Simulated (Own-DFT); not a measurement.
# Computed records: Si$_{3}$Ge (diamond lattice with Si and Ge gathered in clusters, atoms displaced)

A calculation, not a measurement: plane-wave density functional theory by an unreviewed code, no spin, of a simulated periodic cell, stress positive in tension, run twice, with PBE and with PBEsol, both on files made for PBE, so the change isn't that of files made for PBEsol; forces on such cells passed a denser k mesh, this cell's mesh not checked; the far tail of each file's local potential was reset to the Coulomb form; each entry is a single point on an unrelaxed cell, so the pressure reflects the starting lattice, mostly measured values (interpolated for alloys), from which strain is counted, and rises with the displacements; printed positions are rounded, which can move forces by about a meV/angstrom; the program, named Own-DFT, is a retired in-house code; no spin-orbit coupling; stress was not checked against mesh or cutoff. Program: Own-DFT development build.

Common to all runs: functional PBE, then PBEsol; potential files PseudoDojo norm-conserving, scalar-relativistic, standard set; wave cutoff 42 hartree; occupations Fermi-Dirac; smearing width 0.1 eV; k mesh 3 x 3 x 3 centred on Gamma.

(1) Si$_{3}$Ge (diamond lattice with Si and Ge gathered in clusters, atoms displaced)

```
Si3Ge
1.0
     10.9755     0.0000     0.0000
      0.0000    10.9755     0.0000
      0.0000     0.0000    10.9755
Si Ge Si Ge Si Ge Si Ge Si Ge Si Ge Si Ge Si Ge Si Ge Si Ge Si Ge Si
1 1 1 1 1 1 1 1 3 1 4 5 1 1 1 1 2 1 5 1 14 2 14
Direct
  0.00174 0.00044 0.00237
  0.00591 0.25278 0.24756
  0.24798 0.99760 0.24462
  0.24604 0.24894 0.99692
  0.12878 0.12627 0.12473
  0.12671 0.37278 0.37672
  0.37544 0.12396 0.37576
  0.37432 0.37053 0.12866
  0.00055 0.00134 0.50400
  0.99992 0.25166 0.75097
  0.24799 0.99905 0.75187
  0.25352 0.25132 0.49683
  0.12865 0.12460 0.62506
  0.12482 0.37203 0.87686
  0.37394 0.12723 0.87885
  0.37360 0.37865 0.62869
  0.00374 0.49752 0.99733
  0.99992 0.74633 0.25002
  0.24787 0.49810 0.24784
  0.25041 0.74778 0.99650
  0.12594 0.62629 0.12625
  0.12520 0.87474 0.37737
  0.37609 0.62924 0.37383
  0.37724 0.87607 0.12170
  0.99514 0.50287 0.49856
  0.99763 0.74717 0.74760
  0.25405 0.49807 0.75410
  0.25218 0.75004 0.50021
  0.12686 0.62883 0.62564
  0.12333 0.87632 0.87005
  0.37526 0.63059 0.87707
  0.37581 0.87584 0.62414
  0.50403 0.99692 0.00253
  0.49654 0.24952 0.24807
  0.75192 0.00202 0.24952
  0.74593 0.24732 0.99836
  0.62178 0.12553 0.12586
  0.62707 0.37486 0.37759
  0.87582 0.12424 0.37170
  0.87792 0.37538 0.12646
  0.49791 0.99716 0.50074
  0.49046 0.24790 0.74645
  0.75176 0.99998 0.75269
  0.74745 0.25189 0.49911
  0.62311 0.12556 0.62392
  0.62322 0.37425 0.87226
  0.87228 0.12245 0.87518
  0.87652 0.37371 0.62947
  0.49603 0.49802 0.00309
  0.50139 0.75087 0.24747
  0.74892 0.49367 0.25033
  0.74531 0.74891 0.99933
  0.62297 0.62283 0.12087
  0.62056 0.86969 0.37166
  0.87446 0.62287 0.37578
  0.87663 0.87242 0.12635
  0.50075 0.50070 0.50396
  0.49945 0.75146 0.74631
  0.75198 0.49836 0.75512
  0.74342 0.75221 0.49967
  0.62709 0.62358 0.62425
  0.63132 0.87304 0.87672
  0.87529 0.62520 0.87417
  0.87734 0.87827 0.62414
```

The calculation gives: PBE pressure 2.46 GPa; PBE stress xx -2.44 GPa; PBE stress yy -2.47 GPa; PBE stress zz -2.47 GPa; PBE stress yz 0.46 GPa; PBE stress xz 0.2 GPa; PBE stress xy 0.33 GPa; PBEsol pressure 0.67 GPa; PBEsol stress xx -0.65 GPa; PBEsol stress yy -0.68 GPa; PBEsol stress zz -0.68 GPa; PBEsol stress yz 0.47 GPa; PBEsol stress xz 0.2 GPa; PBEsol stress xy 0.31 GPa; rms change of force components from PBE to PBEsol 0.043 eV/Å.

Force:
| force element | PBE force x (eV/Å) | PBE force y (eV/Å) | PBE force z (eV/Å) | PBEsol force x (eV/Å) | PBEsol force y (eV/Å) | PBEsol force z (eV/Å) |
| --- | --- | --- | --- | --- | --- | --- |
| Si | -0.15 | -0.11 | -0.252 | -0.145 | -0.106 | -0.244 |
| Ge | -0.783 | -0.802 | -0.043 | -0.713 | -0.734 | 0.002 |
| Si | 0.392 | 0.1 | 0.725 | 0.387 | 0.093 | 0.718 |
| Ge | 0.369 | -0.11 | 0.35 | 0.396 | -0.067 | 0.389 |
| Si | -0.475 | -0.761 | -0.108 | -0.462 | -0.638 | -0.107 |
| Ge | -0.4 | 0.763 | 0.137 | -0.383 | 0.737 | 0.117 |
| Si | -0.112 | -0.876 | -0.411 | -0.12 | -0.766 | -0.412 |
| Ge | -0.683 | 0.401 | -0.804 | -0.66 | 0.395 | -0.776 |
| Si | 0.134 | 0.196 | -0.663 | 0.135 | 0.199 | -0.658 |
| Si | 0.155 | -0.71 | 0.04 | 0.157 | -0.709 | 0.045 |
| Si | 0.619 | 0.254 | -0.195 | 0.62 | 0.252 | -0.192 |
| Ge | 0.269 | -0.411 | 1.001 | 0.215 | -0.351 | 0.927 |
| Si | -0.422 | 0.182 | 0.318 | -0.366 | 0.232 | 0.267 |
| Si | 0.066 | 0.351 | -1.151 | 0.073 | 0.352 | -1.03 |
| Si | 0.401 | -1.09 | -0.5 | 0.347 | -1.028 | -0.429 |
| Si | 0.235 | -0.057 | -0.472 | 0.183 | -0.095 | -0.523 |
| Ge | -0.711 | 0.299 | 0.158 | -0.652 | 0.33 | 0.2 |
| Ge | -0.327 | 0.64 | 0.758 | -0.266 | 0.574 | 0.696 |
| Ge | 0.41 | 0.282 | 0.597 | 0.393 | 0.271 | 0.576 |
| Ge | -0.201 | 1.16 | 0.124 | -0.238 | 1.088 | 0.171 |
| Ge | -0.008 | -0.291 | -0.543 | -0.005 | -0.29 | -0.524 |
| Si | -0.201 | 0.521 | -0.289 | -0.191 | 0.421 | -0.282 |
| Ge | 0.255 | -1.163 | 0.177 | 0.211 | -1.086 | 0.138 |
| Si | -0.389 | 0.098 | 0.061 | -0.386 | -0.003 | 0.067 |
| Ge | 0.619 | -0.272 | 0.901 | 0.648 | -0.303 | 0.84 |
| Si | 0.121 | 0.484 | 0.075 | 0.114 | 0.474 | 0.073 |
| Si | -0.718 | 0.676 | 0.054 | -0.716 | 0.669 | 0.065 |
| Ge | -0.401 | 0.531 | 0.322 | -0.35 | 0.473 | 0.261 |
| Si | -0.07 | -0.885 | 0.459 | -0.05 | -0.876 | 0.36 |
| Si | -0.475 | -0.194 | 0.369 | -0.433 | -0.24 | 0.409 |
| Si | 0.52 | -0.86 | -0.964 | 0.504 | -0.842 | -0.849 |
| Si | -0.144 | 0.318 | 0.553 | -0.199 | 0.266 | 0.498 |
| Si | -0.156 | 0.401 | -0.584 | -0.151 | 0.392 | -0.586 |
| Ge | 1.039 | -0.527 | 1.238 | 0.957 | -0.462 | 1.158 |
| Si | -0.444 | -0.525 | -0.009 | -0.445 | -0.523 | -0.011 |
| Si | 0.358 | 0.367 | 0.24 | 0.354 | 0.368 | 0.241 |
| Si | 0.682 | -0.379 | -0.218 | 0.62 | -0.32 | -0.16 |
| Si | -0.639 | 0.181 | -0.054 | -0.686 | 0.144 | -0.099 |
| Si | 0.008 | 0.201 | 0.685 | 0.061 | 0.249 | 0.637 |
| Si | -0.869 | -0.311 | -0.611 | -0.755 | -0.308 | -0.604 |
| Si | 0.425 | 0.205 | -0.34 | 0.425 | 0.201 | -0.34 |
| Si | 0.977 | 0.111 | 0.365 | 0.958 | 0.104 | 0.357 |
| Si | -0.25 | 0.003 | -0.583 | -0.254 | 0.002 | -0.584 |
| Si | 0.69 | -0.46 | 0.31 | 0.69 | -0.457 | 0.306 |
| Si | -0.006 | -0.228 | 0.174 | 0.001 | -0.227 | 0.178 |
| Si | -0.247 | -0.438 | -0.021 | -0.297 | -0.394 | 0.021 |
| Si | 0.532 | 0.391 | 0.288 | 0.532 | 0.386 | 0.284 |
| Si | -0.599 | 0.039 | -0.297 | -0.55 | 0.086 | -0.346 |
| Ge | 0.364 | 0.208 | -0.881 | 0.307 | 0.161 | -0.813 |
| Ge | -0.048 | -0.122 | -0.776 | -0.1 | -0.166 | -0.719 |
| Si | 0.157 | 0.851 | -0.159 | 0.151 | 0.843 | -0.162 |
| Si | 1.038 | -0.264 | 0.35 | 1.027 | -0.265 | 0.354 |
| Si | 0.734 | -0.211 | 0.647 | 0.626 | -0.221 | 0.645 |
| Si | 0.8 | 1.376 | 0.531 | 0.73 | 1.309 | 0.46 |
| Si | -1.321 | 0.431 | -0.347 | -1.205 | 0.42 | -0.339 |
| Si | -0.56 | 0.404 | -0.491 | -0.504 | 0.344 | -0.439 |
| Si | 0.119 | -0.172 | -0.282 | 0.065 | -0.132 | -0.331 |
| Si | 0.455 | -0.079 | 0.437 | 0.451 | -0.078 | 0.431 |
| Si | -0.208 | 0.127 | -0.562 | -0.206 | 0.127 | -0.554 |
| Si | 0.925 | -0.135 | -0.037 | 0.919 | -0.129 | -0.034 |
| Si | -0.014 | -0.022 | 0.534 | -0.004 | -0.026 | 0.534 |
| Si | -0.953 | 0.264 | -0.585 | -0.943 | 0.264 | -0.585 |
| Si | -0.241 | 0.158 | 0.174 | -0.187 | 0.114 | 0.226 |
| Si | -0.64 | -0.508 | 0.081 | -0.635 | -0.503 | 0.081 |

(2) Si$_{3}$Ge (diamond lattice with Si and Ge gathered in clusters, atoms displaced)

```
Si3Ge
1.0
     10.9755     0.0000     0.0000
      0.0000    10.9755     0.0000
      0.0000     0.0000    10.9755
Ge Si Ge Si Ge Si Ge Si Ge Si Ge Si Ge Si Ge Si Ge Si Ge Si Ge Si
1 3 1 4 1 2 2 15 1 5 2 2 1 2 1 1 4 7 1 5 1 2
Direct
  0.99977 0.00365 0.00331
  0.00118 0.25105 0.25625
  0.25098 0.00053 0.25283
  0.24639 0.25265 0.99672
  0.12647 0.12482 0.12781
  0.12349 0.37557 0.37687
  0.37761 0.12724 0.37530
  0.37176 0.38341 0.12418
  0.00101 0.00565 0.49900
  0.00074 0.24188 0.75151
  0.25499 0.00021 0.74916
  0.25041 0.25243 0.50187
  0.12472 0.13078 0.62462
  0.12407 0.37228 0.87218
  0.37444 0.12614 0.87681
  0.37797 0.37925 0.62626
  0.00100 0.49670 0.99891
  0.99963 0.75241 0.24992
  0.24729 0.50161 0.24875
  0.24970 0.75003 0.00538
  0.12039 0.62611 0.12712
  0.12409 0.87310 0.37498
  0.37719 0.62330 0.37230
  0.37024 0.87683 0.12537
  0.99154 0.50836 0.50082
  0.00118 0.74819 0.74387
  0.24537 0.50046 0.75164
  0.24924 0.75239 0.50073
  0.12366 0.62111 0.62667
  0.12405 0.87022 0.87322
  0.37610 0.62635 0.87125
  0.37438 0.87473 0.62669
  0.49940 0.00033 0.00023
  0.50276 0.24905 0.24954
  0.74748 0.00097 0.25187
  0.74651 0.25192 0.99638
  0.62374 0.12569 0.12227
  0.62748 0.37748 0.37216
  0.87402 0.12924 0.37577
  0.86882 0.37458 0.12826
  0.49810 0.00060 0.50570
  0.49828 0.24908 0.75157
  0.75142 0.99866 0.74984
  0.74678 0.24893 0.50297
  0.62194 0.12515 0.62624
  0.62705 0.37791 0.87939
  0.87355 0.12622 0.87148
  0.87413 0.37272 0.62218
  0.49727 0.50308 0.99804
  0.50143 0.75574 0.25049
  0.74828 0.50211 0.24469
  0.75238 0.75133 0.00059
  0.62054 0.62025 0.12782
  0.63050 0.87023 0.37360
  0.87201 0.62474 0.37440
  0.87699 0.87320 0.12382
  0.49880 0.49951 0.50043
  0.49850 0.75209 0.74912
  0.74404 0.49683 0.75065
  0.75073 0.74738 0.50235
  0.62744 0.62806 0.62703
  0.62912 0.87207 0.87468
  0.87597 0.62430 0.87589
  0.86933 0.87339 0.62297
```

Results for Si$_{3}$Ge (diamond lattice with Si and Ge gathered in clusters, atoms displaced): PBE pressure 2.45 GPa; PBE stress xx -2.44 GPa; PBE stress yy -2.42 GPa; PBE stress zz -2.48 GPa; PBE stress yz 0.14 GPa; PBE stress xz -0.19 GPa; PBE stress xy -0.19 GPa; PBEsol pressure 0.66 GPa; PBEsol stress xx -0.65 GPa; PBEsol stress yy -0.64 GPa; PBEsol stress zz -0.69 GPa; PBEsol stress yz 0.14 GPa; PBEsol stress xz -0.19 GPa; PBEsol stress xy -0.18 GPa; rms change of force components from PBE to PBEsol 0.043 eV/Å.

Force:
| force element | PBE force x (eV/Å) | PBE force y (eV/Å) | PBE force z (eV/Å) | PBEsol force x (eV/Å) | PBEsol force y (eV/Å) | PBEsol force z (eV/Å) |
| --- | --- | --- | --- | --- | --- | --- |
| Ge | 0.103 | -0.387 | -0.72 | 0.096 | -0.379 | -0.694 |
| Si | -0.282 | 0.094 | -0.268 | -0.279 | 0.087 | -0.362 |
| Si | 0.186 | -0.219 | 0.367 | 0.133 | -0.168 | 0.321 |
| Si | 1.027 | -0.171 | 0.74 | 0.915 | -0.164 | 0.724 |
| Ge | 0.251 | 0.711 | 0.322 | 0.194 | 0.652 | 0.265 |
| Si | 0.006 | 0.624 | 0.36 | 0.005 | 0.623 | 0.365 |
| Si | -0.197 | -0.161 | 0.275 | -0.193 | -0.157 | 0.273 |
| Si | 0.22 | -1.055 | -0.096 | 0.221 | -1.048 | -0.094 |
| Si | -0.576 | -0.892 | -0.171 | -0.523 | -0.829 | -0.113 |
| Ge | -0.363 | 1.46 | -0.413 | -0.348 | 1.415 | -0.401 |
| Si | -0.376 | 0.1 | 0.241 | -0.463 | 0.107 | 0.242 |
| Si | 0.563 | 0.53 | -0.477 | 0.508 | 0.473 | -0.417 |
| Ge | 1.031 | -1.368 | -0.393 | 0.951 | -1.289 | -0.325 |
| Ge | -0.075 | 0.402 | 0.33 | -0.12 | 0.339 | 0.283 |
| Si | -0.019 | -0.07 | -0.04 | -0.02 | -0.068 | -0.033 |
| Si | -0.534 | -0.396 | 0.207 | -0.526 | -0.391 | 0.213 |
| Si | -0.395 | 0.595 | 0.326 | -0.388 | 0.488 | 0.315 |
| Si | 0.021 | -0.608 | 0.542 | -0.035 | -0.546 | 0.485 |
| Si | -0.175 | 0.111 | 0.369 | -0.179 | 0.115 | 0.371 |
| Si | 0.091 | -0.581 | -0.42 | 0.045 | -0.536 | -0.461 |
| Si | 0.272 | -0.244 | -0.272 | 0.259 | -0.243 | -0.274 |
| Si | 0.017 | 0.56 | 0.196 | 0.014 | 0.555 | 0.192 |
| Si | -0.3 | 0.517 | 0.273 | -0.294 | 0.51 | 0.263 |
| Si | 0.643 | 0.138 | 0.108 | 0.635 | 0.141 | 0.103 |
| Si | 1.073 | -0.866 | -0.317 | 1.012 | -0.905 | -0.263 |
| Si | -0.799 | -0.158 | 0.276 | -0.751 | -0.102 | 0.32 |
| Si | 0.911 | 0.111 | -0.399 | 0.849 | 0.052 | -0.337 |
| Si | 0.131 | -0.737 | -0.053 | 0.132 | -0.734 | -0.052 |
| Si | 0.146 | 0.554 | -0.594 | 0.155 | 0.539 | -0.591 |
| Ge | 0.376 | 0.47 | -0.054 | 0.333 | 0.498 | -0.017 |
| Si | -0.531 | 0.164 | 0.454 | -0.529 | 0.163 | 0.442 |
| Si | -0.01 | 0.054 | -0.24 | -0.013 | 0.047 | -0.238 |
| Si | -0.505 | -0.364 | -0.197 | -0.4 | -0.358 | -0.194 |
| Si | -0.68 | 0.95 | 0.027 | -0.622 | 0.894 | -0.032 |
| Si | 0.587 | -0.017 | 0.093 | 0.581 | -0.003 | -0.002 |
| Ge | 0.682 | -0.492 | 0.521 | 0.657 | -0.469 | 0.505 |
| Ge | -0.149 | -0.502 | 0.458 | -0.098 | -0.449 | 0.398 |
| Si | -0.229 | -0.254 | 0.386 | -0.218 | -0.248 | 0.381 |
| Si | -0.242 | -0.408 | 0.114 | -0.244 | -0.401 | 0.109 |
| Ge | 1.293 | -0.103 | -0.193 | 1.224 | -0.145 | -0.239 |
| Si | 0.066 | -0.696 | -1.199 | 0.121 | -0.64 | -1.137 |
| Si | -0.248 | 0.526 | 0.269 | -0.15 | 0.512 | 0.262 |
| Ge | -0.143 | -0.15 | -0.465 | -0.18 | -0.102 | -0.403 |
| Si | 0.005 | 0.203 | -1.034 | 0.003 | 0.195 | -0.917 |
| Ge | -0.028 | 0.175 | 0.036 | 0.018 | 0.134 | 0.081 |
| Ge | -1.479 | 0.147 | -0.842 | -1.391 | 0.083 | -0.774 |
| Ge | -0.167 | -0.469 | 0.938 | -0.158 | -0.452 | 0.906 |
| Ge | -0.205 | 0.348 | 0.447 | -0.169 | 0.297 | 0.477 |
| Si | -0.18 | 0.102 | 0.274 | -0.126 | 0.051 | 0.217 |
| Si | -0.336 | -0.642 | -0.233 | -0.338 | -0.625 | -0.234 |
| Si | -0.235 | 0.22 | 1.098 | -0.171 | 0.163 | 1.03 |
| Si | -0.297 | -1.346 | 0.261 | -0.293 | -1.231 | 0.262 |
| Si | 0.105 | 1.197 | -0.635 | 0.099 | 1.185 | -0.631 |
| Si | -0.63 | 0.772 | 0.747 | -0.618 | 0.762 | 0.745 |
| Si | -0.092 | 0.479 | -0.506 | -0.1 | 0.475 | -0.516 |
| Ge | -0.693 | 0.39 | 0.629 | -0.636 | 0.43 | 0.568 |
| Si | 0.617 | 0.398 | -0.2 | 0.613 | 0.397 | -0.198 |
| Si | 0.14 | -0.345 | -0.217 | 0.191 | -0.289 | -0.168 |
| Si | 1.037 | 0.931 | -0.163 | 1.023 | 0.819 | -0.145 |
| Si | -0.101 | 0.018 | -0.469 | -0.098 | 0.012 | -0.462 |
| Si | -0.71 | -0.501 | -0.114 | -0.703 | -0.495 | -0.111 |
| Ge | -0.893 | 0.094 | 0.462 | -0.826 | 0.144 | 0.409 |
| Si | -0.096 | -0.109 | -0.415 | -0.093 | -0.109 | -0.414 |
| Si | 1.364 | 0.163 | -0.336 | 1.304 | 0.221 | -0.28 |
